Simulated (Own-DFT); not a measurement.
# Response to strain: wurtzite AlN, 128 atoms (Al64N64)

These are calculations, not measurements. They come from Own-DFT, an in-house plane-wave density functional program, since retired, whose code no person has reviewed. Each row is one single-point run on a periodic cell that was not relaxed, without spin or spin-orbit coupling.

Settings of every run: PBE; PseudoDojo norm-conserving scalar-relativistic files; cutoff 42 hartree; 2 x 2 x 2 k mesh centred on Gamma; Fermi-Dirac smearing of 0.1 eV.

Known limits: forces on such cells passed a denser k mesh, each cell not checked; stress not checked against mesh or cutoff.

Unstrained cell vectors in Å: (12.448, 0.000, 0.000); (-6.224, 10.780, 0.000); (0.000, 0.000, 9.964). The unstrained cell has measured lattice constants (interpolated for alloys), not those of this functional. That, the random moves and any unrelaxed bonds set the pressure at no strain. Each run strains this cell uniformly, with the atoms carried along. Every atom was also moved at random, by a Gaussian of width 0.05 Å on each axis. Strain is the symmetric tensor, in per cent. Stress is positive in tension, and the pressure is minus a third of its trace.

```
run,e_xx (%),e_yy (%),e_zz (%),e_yz (%),e_xz (%),e_xy (%),s_xx (GPa),s_yy (GPa),s_zz (GPa),s_yz (GPa),s_xz (GPa),s_xy (GPa),P (GPa),E (meV/atom)
1,0.51,-0.31,0.00,1.77,1.40,-1.19,-2.98,-6.58,-6.44,3.96,3.62,-3.77,5.33,13.0
2,-1.76,-0.72,-0.79,1.23,0.87,-0.18,-17.54,-12.42,-9.83,2.57,2.11,-0.84,13.26,36.5
3,-1.15,-0.87,0.75,1.50,-1.97,0.12,-12.75,-10.61,-3.19,3.63,-5.23,1.60,8.85,27.0
4,-0.43,-1.23,-1.15,0.88,-0.25,-1.12,-12.19,-12.00,-13.75,3.10,-0.09,-4.01,12.65,41.6
5,1.20,0.71,1.04,1.50,-1.79,0.10,0.25,-0.57,0.04,3.74,-4.44,0.14,0.09,9.8
6,-0.56,0.59,1.03,-0.24,1.09,1.63,-6.71,-2.59,-1.03,-0.29,2.67,5.15,3.44,0.0
7,0.73,-1.63,1.63,-1.31,0.34,-1.50,-2.65,-13.19,1.57,-2.81,0.91,-6.73,4.76,13.7
8,1.35,1.27,0.91,-0.54,1.66,1.05,2.62,0.97,0.63,-0.46,3.65,2.67,-1.41,4.2
9,1.43,-1.96,0.46,-1.17,1.10,-1.39,-1.27,-11.48,-6.36,-3.61,2.95,-5.50,6.37,20.1
10,1.22,1.01,0.96,1.88,0.25,-1.65,1.47,0.21,0.01,4.71,0.86,-6.30,-0.56,3.2
11,-0.56,1.57,1.08,0.65,1.96,0.78,-4.51,0.07,-0.51,1.67,4.58,1.58,1.65,10.4
12,-0.40,-0.81,0.84,-0.36,0.29,-1.41,-8.59,-9.01,-2.62,-0.50,0.95,-5.92,6.74,15.3
13,-0.67,-1.72,-1.45,-0.17,0.24,1.83,-11.84,-16.03,-16.16,0.15,0.43,7.30,14.68,32.4
14,-1.71,1.23,0.50,-1.33,-1.48,-0.17,-10.51,-2.90,-4.02,-4.23,-4.23,-0.33,5.81,12.3
15,0.41,0.82,1.84,0.51,-0.54,0.92,?,?,?,?,?,?,?,?
```

E is the free energy for each atom above the lowest run shown.

## Worked fit

Each stress component was fitted by least squares to a constant and the strains of the runs shown, as fractions, with shears doubled. Shear strains stay in the fit of a normal stress only where such slopes are resolved. The slopes, in GPa:

| stress | at no strain | per e_xx | per e_yy | per e_zz | scatter |
|---|---|---|---|---|---|
| s_xx | -6.2 | 461 ± 31 | 139 ± 28 | 112 ± 41 | 1.11 |
| s_yy | -6.1 | 132 ± 26 | 435 ± 24 | 47 ± 35 | 0.93 |
| s_zz | -6.4 | 23 ± 24 | 80 ± 22 | 524 ± 32 | 0.86 |

Each shear stress against twice its own strain: yz 126 ± 9, xz 126 ± 3, xy 184 ± 8 GPa. These are stiffnesses along x, y and z of the frame in which the cell vectors are given, which need not be the crystal's axes. The atoms are held to the strained lattice; where symmetry lets them move under strain, relaxing them would lower some slopes. The table should be nearly symmetric about its diagonal, and what it lacks of that shows the noise. A ninth of its sum, 217 ± 3 GPa, estimates the bulk modulus near the mean pressure of these runs, 5.8 GPa, so it lies above the value at zero pressure.

## Withheld run

Question: what normal stresses and pressure should run 15 give?

The fit gives s_xx = -1.1, s_yy = -1.1, s_zz = 4.0 and P = -0.6 GPa. The calculation gave -2.15, -0.65, 4.36 and P = -0.52 GPa.
